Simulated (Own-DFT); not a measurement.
AlN (wurtzite, strained, atoms displaced) (calculated)

A calculation, not a measurement: plane-wave PBE density functional theory by an unreviewed code, no spin, of a simulated periodic cell, stress positive in tension, free energy of the whole cell less one offset for each atom, forces on such cells passed a denser k mesh, this cell's mesh not checked; offsets are fitted by least squares, one for each functional and potential file, so energies compare only between cells with the same atoms and settings and are not formation energies; the far tail of each file's local potential was reset to the Coulomb form; each entry is a single point on an unrelaxed cell, so the pressure reflects the starting lattice, mostly measured values (interpolated for alloys), from which strain is counted, and rises with the displacements; printed positions are rounded, which can move forces by about a meV/angstrom; the program, named Own-DFT, is a retired in-house code; no spin-orbit coupling. Program: Own-DFT development build.

Settings shared by all entries: functional PBE; potential files PseudoDojo norm-conserving, scalar-relativistic, standard set; wave cutoff 42 hartree; occupations Fermi-Dirac; smearing width 0.1 eV; hardware one NVIDIA H100; k mesh 2 x 2 x 2 centred on Gamma.

```json
{"entry": 1, "formula": "AlN", "kind": "wurtzite, strained, atoms displaced", "structure": {"cell_angstrom": [[12.5578, -0.241, 0.2066], [-6.4876, 10.7169, 0.0501], [0.1654, 0.1418, 9.8211]], "atoms_fractional": [["Al", 0.08076, 0.16284, 0.00518], ["Al", 0.16583, 0.08338, 0.24198], ["N", 0.07851, 0.16716, 0.18931], ["N", 0.16603, 0.08413, 0.43267], ["Al", 0.08056, 0.1614, 0.51519], ["Al", 0.17414, 0.08915, 0.75194], ["N", 0.08194, 0.1632, 0.68875], ["N", 0.16988, 0.08561, 0.94552], ["Al", 0.08611, 0.4164, 0.00442], ["Al", 0.17279, 0.33784, 0.25361], ["N", 0.07923, 0.41872, 0.19289], ["N", 0.1663, 0.33703, 0.44086], ["Al", 0.07809, 0.41153, 0.49924], ["Al", 0.1615, 0.32839, 0.74693], ["N", 0.08154, 0.41642, 0.69443], ["N", 0.168, 0.33376, 0.94696], ["Al", 0.07434, 0.6633, 0.99783], ["Al", 0.16369, 0.58526, 0.24535], ["N", 0.08939, 0.66806, 0.18695], ["N", 0.15962, 0.58248, 0.44088], ["Al", 0.09462, 0.6729, 0.49642], ["Al", 0.16691, 0.58269, 0.74163], ["N", 0.07822, 0.66546, 0.69125], ["N", 0.163, 0.58192, 0.94197], ["Al", 0.08331, 0.91122, 0.99751], ["Al", 0.16803, 0.83567, 0.24641], ["N", 0.08169, 0.91958, 0.19089], ["N", 0.16683, 0.83768, 0.44611], ["Al", 0.08294, 0.91946, 0.49856], ["Al", 0.16838, 0.83732, 0.75504], ["N", 0.08313, 0.9151, 0.70745], ["N", 0.16857, 0.83248, 0.94601], ["Al", 0.32289, 0.16321, 0.00426], ["Al", 0.41694, 0.0796, 0.24894], ["N", 0.33345, 0.16716, 0.18442], ["N", 0.41834, 0.08143, 0.44326], ["Al", 0.33252, 0.17091, 0.50643], ["Al", 0.41792, 0.08588, 0.7532], ["N", 0.32928, 0.17093, 0.69317], ["N", 0.41816, 0.08878, 0.93856], ["Al", 0.34311, 0.42505, 0.99618], ["Al", 0.41585, 0.33128, 0.25461], ["N", 0.33118, 0.42357, 0.18835], ["N", 0.40933, 0.32509, 0.4446], ["Al", 0.33117, 0.41892, 0.50281], ["Al", 0.41474, 0.33389, 0.75352], ["N", 0.33414, 0.41672, 0.69394], ["N", 0.40936, 0.325, 0.94538], ["Al", 0.33526, 0.6665, 1e-05], ["Al", 0.41781, 0.58, 0.23549], ["N", 0.33247, 0.66573, 0.19273], ["N", 0.41886, 0.58224, 0.43571], ["Al", 0.33341, 0.6695, 0.50078], ["Al", 0.41924, 0.58419, 0.74823], ["N", 0.33821, 0.668, 0.69358], ["N", 0.42129, 0.58743, 0.93786], ["Al", 0.33194, 0.91127, 0.00521], ["Al", 0.42559, 0.83787, 0.23858], ["N", 0.33871, 0.92124, 0.19414], ["N", 0.42159, 0.833, 0.44627], ["Al", 0.33041, 0.92309, 0.4999], ["Al", 0.42004, 0.83387, 0.75299], ["N", 0.32844, 0.91, 0.69387], ["N", 0.41776, 0.83447, 0.9377], ["Al", 0.59144, 0.16953, 0.99764], ["Al", 0.66652, 0.07913, 0.25426], ["N", 0.5869, 0.17279, 0.19149], ["N", 0.66531, 0.08068, 0.42585], ["Al", 0.57954, 0.1619, 0.49624], ["Al", 0.67231, 0.08127, 0.7559], ["N", 0.59179, 0.17708, 0.69294], ["N", 0.67589, 0.08653, 0.93487], ["Al", 0.58659, 0.42591, 0.99754], ["Al", 0.66558, 0.32955, 0.24596], ["N", 0.58804, 0.41283, 0.18918], ["N", 0.66168, 0.32885, 0.44059], ["Al", 0.58858, 0.41611, 0.50623], ["Al", 0.66397, 0.33042, 0.7541], ["N", 0.58168, 0.41189, 0.69062], ["N", 0.66689, 0.3354, 0.94584], ["Al", 0.58818, 0.67691, 0.99953], ["Al", 0.66542, 0.57697, 0.25241], ["N", 0.58791, 0.66535, 0.19245], ["N", 0.66679, 0.58397, 0.44694], ["Al", 0.58244, 0.66207, 0.51047], ["Al", 0.67349, 0.58469, 0.74638], ["N", 0.58326, 0.66221, 0.68647], ["N", 0.66917, 0.58768, 0.94119], ["Al", 0.57717, 0.91744, 0.00054], ["Al", 0.67436, 0.82824, 0.25077], ["N", 0.58035, 0.91607, 0.18577], ["N", 0.66928, 0.82925, 0.44425], ["Al", 0.57363, 0.91356, 0.50268], ["Al", 0.6709, 0.83426, 0.7421], ["N", 0.57609, 0.91471, 0.69461], ["N", 0.6636, 0.83263, 0.94336], ["Al", 0.82975, 0.16389, 0.00087], ["Al", 0.92503, 0.07989, 0.24552], ["N", 0.82774, 0.16656, 0.19561], ["N", 0.92032, 0.08104, 0.45364], ["Al", 0.83885, 0.16436, 0.50094], ["Al", 0.9226, 0.08349, 0.74755], ["N", 0.83749, 0.16683, 0.6931], ["N", 0.92442, 0.09096, 0.93443], ["Al", 0.8309, 0.41195, 0.00423], ["Al", 0.91809, 0.33415, 0.25002], ["N", 0.82777, 0.41196, 0.19004], ["N", 0.92579, 0.32923, 0.43049], ["Al", 0.82855, 0.41091, 0.50897], ["Al", 0.91658, 0.32971, 0.74623], ["N", 0.8423, 0.41851, 0.68933], ["N", 0.90814, 0.33896, 0.94436], ["Al", 0.82724, 0.65951, 0.9978], ["Al", 0.92377, 0.59984, 0.24682], ["N", 0.84023, 0.67228, 0.19028], ["N", 0.91788, 0.58147, 0.4402], ["Al", 0.82908, 0.66811, 0.50653], ["Al", 0.92548, 0.5917, 0.74219], ["N", 0.83867, 0.66816, 0.68675], ["N", 0.91859, 0.58116, 0.93839], ["Al", 0.83497, 0.91876, 0.00227], ["Al", 0.91506, 0.83129, 0.25149], ["N", 0.83198, 0.9174, 0.18831], ["N", 0.91207, 0.83053, 0.45348], ["Al", 0.82766, 0.92049, 0.48399], ["Al", 0.91516, 0.83004, 0.73937], ["N", 0.83548, 0.91359, 0.69519], ["N", 0.92148, 0.8355, 0.9445]]}, "results": {"free_energy_of_cell_above_offsets [eV]": "-48.061", "pressure [GPa]": 11.71, "stress_xx [GPa]": -6.28, "stress_yy [GPa]": -15.55, "stress_zz [GPa]": -13.3, "stress_yz [GPa]": 3.54, "stress_xz [GPa]": 4.6, "stress_xy [GPa]": -9.4, "force_element": ["Al", "Al", "N", "N", "Al", "Al", "N", "N", "Al", "Al", "N", "N", "Al", "Al", "N", "N", "Al", "Al", "N", "N", "Al", "Al", "N", "N", "Al", "Al", "N", "N", "Al", "Al", "N", "N", "Al", "Al", "N", "N", "Al", "Al", "N", "N", "Al", "Al", "N", "N", "Al", "Al", "N", "N", "Al", "Al", "N", "N", "Al", "Al", "N", "N", "Al", "Al", "N", "N", "Al", "Al", "N", "N", "Al", "Al", "N", "N", "Al", "Al", "N", "N", "Al", "Al", "N", "N", "Al", "Al", "N", "N", "Al", "Al", "N", "N", "Al", "Al", "N", "N", "Al", "Al", "N", "N", "Al", "Al", "N", "N", "Al", "Al", "N", "N", "Al", "Al", "N", "N", "Al", "Al", "N", "N", "Al", "Al", "N", "N", "Al", "Al", "N", "N", "Al", "Al", "N", "N", "Al", "Al", "N", "N", "Al", "Al", "N", "N"], "force_x [eV/angstrom]": [0.746, -0.395, 3.369, -0.199, 1.03, -2.661, 2.002, -2.123, -1.185, -2.626, 2.462, 0.486, 0.927, -0.02, 1.539, 0.108, 2.445, 0.495, -1.024, 1.992, -2.567, -0.887, 4.401, 0.602, -0.258, -0.443, 1.091, -0.302, 0.178, -0.58, 0.822, -0.329, 3.154, -0.535, 0.54, -1.685, 0.398, -0.007, 2.954, 0.299, -1.046, -0.08, 2.584, 0.289, 0.666, -0.152, -0.056, 0.435, -1.082, -0.955, 0.948, -0.499, 0.596, -0.976, 0.022, 0.057, -0.073, -2.98, 0.304, -3.153, 1.591, -2.889, 1.411, -0.643, -1.275, -1.297, 0.566, 0.213, 1.383, -1.521, 0.346, -2.108, 0.175, -0.224, -1.614, 0.408, -0.902, 0.868, 0.456, -0.718, 0.608, 0.179, 0.59, -0.206, -0.56, -1.32, 1.058, -1.287, 1.938, -3.328, 3.364, -2.517, 2.783, -1.368, 3.495, 0.025, 1.608, -4.396, 2.81, -0.562, -1.253, -1.993, 0.67, -1.133, -1.116, -1.956, 1.639, -2.621, 0.763, -1.349, -1.232, 3.559, 2.019, 0.593, -1.39, -0.635, 1.918, -2.643, -0.064, -2.413, 0.385, -0.2, 2.103, -0.227, 2.607, -0.506, -0.063, -1.665], "force_y [eV/angstrom]": [1.114, 0.772, 1.266, 0.526, 0.885, -2.103, 0.777, -1.102, -0.432, -0.684, 0.035, -1.046, 1.231, 1.29, -0.672, 0.184, -0.184, -0.622, 1.1, 0.269, -1.341, 0.554, 2.355, 1.009, 0.751, 0.109, -1.07, 0.551, -0.557, -1.389, 1.311, 0.291, 0.164, 2.41, -0.266, 1.668, -2.765, -0.323, -0.025, -0.952, -2.411, 0.208, -2.272, 3.553, -0.592, 0.324, -0.259, 3.153, -0.741, 2.485, 0.464, 0.865, -1.685, -0.211, -0.442, 1.0, 1.387, -2.072, -1.793, 0.276, -2.426, -0.922, 1.745, 0.051, -0.6, 0.524, -3.138, 0.122, 0.474, 0.508, -3.608, -0.971, -3.285, 1.291, 0.799, 0.751, -0.925, 2.309, 0.937, 0.867, -2.683, 0.572, -0.332, -0.397, -0.271, -0.69, 0.715, 0.58, 0.088, -0.116, 0.783, 0.078, 1.113, -0.385, 1.249, 2.837, 1.713, 0.54, -0.639, 1.798, -0.032, -1.243, -1.01, -0.985, 1.365, -0.35, 1.934, -0.402, 0.452, 1.135, -0.32, -2.123, 1.664, -3.439, -0.98, 1.036, -1.635, -3.002, -0.897, 0.24, -0.336, 0.754, 0.12, 1.867, -2.165, 1.088, 0.75, -0.872], "force_z [eV/angstrom]": [-1.428, 0.74, 0.485, 1.49, -4.784, 1.313, 2.597, -0.683, -0.821, -0.566, -0.191, 1.172, 0.146, 1.408, -1.053, -0.952, -0.12, 0.718, 0.326, 0.076, 0.823, 1.663, -0.984, -0.51, -0.03, 0.583, 0.047, -1.454, 0.885, -0.098, -2.233, 0.072, -0.81, 0.086, 2.332, -0.542, -0.886, -0.723, -0.471, 1.332, 0.092, -0.882, -0.728, -0.538, -0.544, 0.193, -0.02, -0.571, -0.441, 2.736, -0.623, 0.385, -0.739, 0.036, -0.377, 0.5, -1.278, 2.776, -0.401, -2.02, 0.945, -0.499, -0.387, 1.408, 0.342, -3.581, -0.66, 5.944, 0.628, -2.191, -0.917, 1.78, 0.421, 1.177, 0.361, 0.171, -1.522, 0.462, 1.443, -0.919, 0.336, 0.226, -0.745, -0.554, -3.679, 0.351, 2.884, -1.001, -0.894, 0.643, 0.081, -0.722, -0.047, 1.098, -0.898, -1.084, 0.644, 1.908, -1.131, -2.308, -0.96, 0.405, -0.826, 1.361, -0.152, -1.143, 0.872, 2.575, -2.844, 1.877, 1.194, -1.053, 0.122, 1.143, -0.265, 0.292, -2.026, 1.454, 1.514, -0.244, -2.137, 0.472, 0.889, -1.982, 3.192, 2.123, -1.205, -0.674], "wall_time [s]": 387.7}}
{"entry": 2, "formula": "AlN", "kind": "wurtzite, strained, atoms displaced", "structure": {"cell_angstrom": [[12.4746, 0.0248, -0.0554], [-6.2159, 10.811, -0.1247], [-0.0443, -0.1409, 9.7844]], "atoms_fractional": [["Al", 0.07577, 0.16342, 0.00045], ["Al", 0.17233, 0.08134, 0.25393], ["N", 0.08258, 0.1685, 0.18037], ["N", 0.16325, 0.085, 0.44557], ["Al", 0.07993, 0.166, 0.50068], ["Al", 0.16877, 0.08515, 0.74532], ["N", 0.07792, 0.17208, 0.69678], ["N", 0.16546, 0.08451, 0.94167], ["Al", 0.0852, 0.41601, 0.99614], ["Al", 0.16806, 0.32996, 0.24727], ["N", 0.08276, 0.41026, 0.19182], ["N", 0.17033, 0.33523, 0.44916], ["Al", 0.08999, 0.41769, 0.49865], ["Al", 0.16337, 0.33287, 0.75329], ["N", 0.07785, 0.41315, 0.68849], ["N", 0.17059, 0.33685, 0.94585], ["Al", 0.09238, 0.66831, 0.99551], ["Al", 0.16758, 0.58038, 0.25528], ["N", 0.07802, 0.66377, 0.18244], ["N", 0.17459, 0.58782, 0.43734], ["Al", 0.07866, 0.66569, 0.50679], ["Al", 0.17007, 0.58288, 0.75156], ["N", 0.07902, 0.6614, 0.69638], ["N", 0.16892, 0.58709, 0.94441], ["Al", 0.08392, 0.9157, 0.99762], ["Al", 0.17819, 0.83461, 0.25365], ["N", 0.08225, 0.91136, 0.18242], ["N", 0.16235, 0.82735, 0.43662], ["Al", 0.08013, 0.91327, 0.49601], ["Al", 0.17396, 0.83516, 0.76039], ["N", 0.08112, 0.91362, 0.69062], ["N", 0.17166, 0.83801, 0.94179], ["Al", 0.33162, 0.16891, 0.99869], ["Al", 0.41173, 0.08686, 0.24675], ["N", 0.33069, 0.15979, 0.1838], ["N", 0.41637, 0.08662, 0.43725], ["Al", 0.33868, 0.1648, 0.4982], ["Al", 0.42381, 0.08945, 0.74806], ["N", 0.3359, 0.16735, 0.68344], ["N", 0.4099, 0.07207, 0.93865], ["Al", 0.33989, 0.41862, 0.00578], ["Al", 0.4139, 0.32591, 0.24791], ["N", 0.33211, 0.41758, 0.19906], ["N", 0.41958, 0.33976, 0.44697], ["Al", 0.33763, 0.4189, 0.49481], ["Al", 0.41917, 0.3328, 0.74918], ["N", 0.33938, 0.42117, 0.70171], ["N", 0.41835, 0.32675, 0.94246], ["Al", 0.32941, 0.65732, 0.00535], ["Al", 0.41742, 0.58548, 0.24166], ["N", 0.33677, 0.67453, 0.19226], ["N", 0.4185, 0.58418, 0.43926], ["Al", 0.3306, 0.66153, 0.50428], ["Al", 0.42168, 0.58262, 0.7466], ["N", 0.33153, 0.66949, 0.68364], ["N", 0.42231, 0.58256, 0.94307], ["Al", 0.33378, 0.9254, 0.00714], ["Al", 0.41833, 0.8409, 0.24858], ["N", 0.33907, 0.92431, 0.19829], ["N", 0.41741, 0.8281, 0.43733], ["Al", 0.33171, 0.92133, 0.50311], ["Al", 0.41653, 0.83662, 0.74971], ["N", 0.3334, 0.91801, 0.68545], ["N", 0.41521, 0.8359, 0.94686], ["Al", 0.58245, 0.16766, 0.00745], ["Al", 0.66098, 0.08491, 0.25657], ["N", 0.58172, 0.16492, 0.18962], ["N", 0.66553, 0.08196, 0.43743], ["Al", 0.58496, 0.16909, 0.4939], ["Al", 0.66829, 0.08022, 0.74478], ["N", 0.58519, 0.17121, 0.68852], ["N", 0.67818, 0.08536, 0.93757], ["Al", 0.57926, 0.42552, 0.98801], ["Al", 0.66537, 0.3333, 0.24904], ["N", 0.58194, 0.41197, 0.1955], ["N", 0.66663, 0.33585, 0.44314], ["Al", 0.58844, 0.4129, 0.5055], ["Al", 0.67081, 0.34022, 0.74588], ["N", 0.5788, 0.41363, 0.69423], ["N", 0.66637, 0.33391, 0.95279], ["Al", 0.58352, 0.66677, 0.9977], ["Al", 0.65609, 0.57438, 0.24995], ["N", 0.58468, 0.66444, 0.18516], ["N", 0.66867, 0.58468, 0.44562], ["Al", 0.58436, 0.66346, 0.5061], ["Al", 0.66311, 0.58505, 0.74838], ["N", 0.57815, 0.65989, 0.69098], ["N", 0.66562, 0.58582, 0.93509], ["Al", 0.58401, 0.91149, 0.99812], ["Al", 0.66788, 0.83653, 0.2528], ["N", 0.58056, 0.91452, 0.19145], ["N", 0.66464, 0.83003, 0.43385], ["Al", 0.58703, 0.91229, 0.5005], ["Al", 0.66019, 0.83008, 0.75457], ["N", 0.57878, 0.90861, 0.68538], ["N", 0.66176, 0.82572, 0.93829], ["Al", 0.83306, 0.16076, 0.9973], ["Al", 0.90899, 0.08738, 0.24945], ["N", 0.83782, 0.17479, 0.19206], ["N", 0.91748, 0.08214, 0.44121], ["Al", 0.83602, 0.16374, 0.4886], ["Al", 0.91535, 0.08549, 0.75339], ["N", 0.83286, 0.16608, 0.6809], ["N", 0.91437, 0.07623, 0.93429], ["Al", 0.83423, 0.41631, 7e-05], ["Al", 0.92108, 0.33229, 0.2559], ["N", 0.83273, 0.41421, 0.1873], ["N", 0.91666, 0.33577, 0.42844], ["Al", 0.83417, 0.41545, 0.49456], ["Al", 0.92331, 0.33326, 0.75036], ["N", 0.82465, 0.41556, 0.69656], ["N", 0.91879, 0.33471, 0.94646], ["Al", 0.82849, 0.66599, 0.00856], ["Al", 0.92063, 0.58511, 0.24534], ["N", 0.83347, 0.66355, 0.18637], ["N", 0.92312, 0.5927, 0.44515], ["Al", 0.83894, 0.66778, 0.5011], ["Al", 0.9221, 0.58837, 0.74048], ["N", 0.83731, 0.66915, 0.69777], ["N", 0.91851, 0.58444, 0.9312], ["Al", 0.83063, 0.91598, 0.99049], ["Al", 0.91672, 0.83753, 0.24738], ["N", 0.8374, 0.91929, 0.19779], ["N", 0.91957, 0.8366, 0.43251], ["Al", 0.83905, 0.9127, 0.49521], ["Al", 0.91398, 0.83807, 0.74515], ["N", 0.83054, 0.91739, 0.69727], ["N", 0.92238, 0.83673, 0.93608]]}, "results": {"free_energy_of_cell_above_offsets [eV]": "-52.803", "pressure [GPa]": 8.0, "stress_xx [GPa]": -6.39, "stress_yy [GPa]": -3.17, "stress_zz [GPa]": -14.45, "stress_yz [GPa]": -3.35, "stress_xz [GPa]": -0.81, "stress_xy [GPa]": 0.25, "force_element": ["Al", "Al", "N", "N", "Al", "Al", "N", "N", "Al", "Al", "N", "N", "Al", "Al", "N", "N", "Al", "Al", "N", "N", "Al", "Al", "N", "N", "Al", "Al", "N", "N", "Al", "Al", "N", "N", "Al", "Al", "N", "N", "Al", "Al", "N", "N", "Al", "Al", "N", "N", "Al", "Al", "N", "N", "Al", "Al", "N", "N", "Al", "Al", "N", "N", "Al", "Al", "N", "N", "Al", "Al", "N", "N", "Al", "Al", "N", "N", "Al", "Al", "N", "N", "Al", "Al", "N", "N", "Al", "Al", "N", "N", "Al", "Al", "N", "N", "Al", "Al", "N", "N", "Al", "Al", "N", "N", "Al", "Al", "N", "N", "Al", "Al", "N", "N", "Al", "Al", "N", "N", "Al", "Al", "N", "N", "Al", "Al", "N", "N", "Al", "Al", "N", "N", "Al", "Al", "N", "N", "Al", "Al", "N", "N", "Al", "Al", "N", "N"], "force_x [eV/angstrom]": [1.463, -2.314, 0.272, 1.383, 0.356, -0.489, 1.393, 0.183, -0.537, -0.749, 0.213, 0.115, -1.35, 1.268, 1.345, 0.184, -3.169, -0.467, 2.196, -2.049, 2.433, -0.574, 2.326, 1.503, -0.202, -2.339, 0.614, 0.304, 0.868, -1.206, 0.408, 0.265, 0.327, 2.322, -0.994, 0.982, -2.292, -0.555, -0.223, 0.269, -0.759, 0.014, 1.159, 1.418, -0.534, -1.126, -0.95, -1.428, 0.522, 0.101, -0.198, 0.142, 1.162, -2.118, 0.773, -1.35, 1.043, 0.951, -0.539, -0.78, 1.145, -0.206, 0.075, 0.292, 0.55, 1.325, -0.821, 0.176, 0.119, -0.442, 0.584, -2.657, 2.829, 1.027, -1.396, 1.248, -2.225, -0.954, 0.778, -0.874, 0.44, 1.376, -0.449, 0.646, -0.642, 2.048, 0.467, -0.086, -1.127, 0.254, 0.788, 1.339, -1.501, 0.921, 0.066, 0.285, 0.674, 2.528, -1.26, 0.072, -1.156, -0.221, 0.07, -0.824, -0.172, -0.779, 0.111, 0.763, -0.099, -2.864, 3.311, 0.632, 1.875, -0.65, -1.199, -0.313, -1.652, -1.69, -1.579, -0.009, 1.283, 1.415, -1.845, 0.397, -2.345, 1.549, -0.732, -1.68], "force_y [eV/angstrom]": [0.616, -0.733, -1.044, -0.43, 0.924, -0.196, -1.331, 0.063, 0.386, 0.183, 1.246, -1.021, 0.532, 1.135, 1.284, -0.551, 0.386, 0.404, 0.712, -1.429, 0.769, 0.047, 1.65, -1.794, 0.512, -1.191, 0.836, 0.992, 0.548, -0.111, 0.47, -0.676, -1.622, -0.155, 1.434, -0.648, 1.602, -0.854, -0.209, 3.846, -0.727, 1.445, -0.6, -2.067, 0.576, -0.385, -1.653, 1.042, 2.137, 0.838, -1.516, -0.149, 1.697, 0.345, -0.687, -0.363, -2.667, -1.044, -0.502, 1.168, -1.358, -0.502, 0.391, -0.697, -0.124, -0.55, 0.054, -0.074, -0.282, 0.795, -0.668, -1.615, -1.481, 0.371, -0.036, -1.008, 1.636, -1.683, 0.956, -0.035, -0.049, 1.456, 0.387, -0.642, 0.476, -0.276, 1.877, 0.154, 1.087, -0.745, 1.064, -0.131, -0.001, -0.018, 1.039, 0.977, 2.084, -0.555, -2.143, -0.478, 0.995, -0.202, 0.107, 0.938, 1.029, 1.564, 0.275, -0.383, 0.767, -0.549, 0.957, -1.082, 0.391, -0.495, 0.16, -2.497, 0.558, -1.609, 0.081, -0.032, -0.846, -1.112, 0.282, -1.317, 0.74, -0.82, -0.23, -0.796], "force_z [eV/angstrom]": [-1.737, -1.309, 3.294, -0.404, 0.534, 0.309, -0.748, -0.624, 1.217, 0.494, 0.156, -1.186, -0.614, -0.119, 0.308, -0.36, 0.005, -2.259, 1.506, 1.889, -0.646, -0.397, -0.508, -1.057, -0.68, -1.733, 2.427, 1.562, 0.457, -2.379, -0.266, 1.237, -1.248, 0.471, 1.247, -0.039, -0.042, 0.069, 1.681, -0.083, -0.933, 0.787, -0.933, -1.137, 1.279, -0.282, -1.365, -0.152, -0.82, 1.443, 0.123, 0.16, -2.499, 0.783, 3.148, -0.1, -0.18, 0.491, -0.685, 1.111, -1.945, 0.237, 1.6, -0.633, -2.595, -2.523, 1.823, 1.766, 0.777, -0.152, -0.037, 0.011, 1.762, -0.773, -1.161, -0.815, -0.617, 2.14, 0.254, -1.609, 0.337, 0.507, 0.878, -0.012, -2.028, -0.659, 0.444, 0.825, 0.335, -1.806, -0.234, 2.505, -1.494, -1.779, 1.471, 0.834, 0.733, -0.385, -0.251, -0.395, 0.948, -2.17, 0.811, 1.817, -0.883, -4.443, 1.979, 4.891, 0.957, 0.325, -2.069, -1.198, -3.712, 0.001, 2.853, -1.034, 0.142, 2.049, -1.64, 1.679, 1.198, -1.368, -1.688, 1.441, 0.645, 0.963, -1.436, 0.943], "wall_time [s]": 382.6}}
```
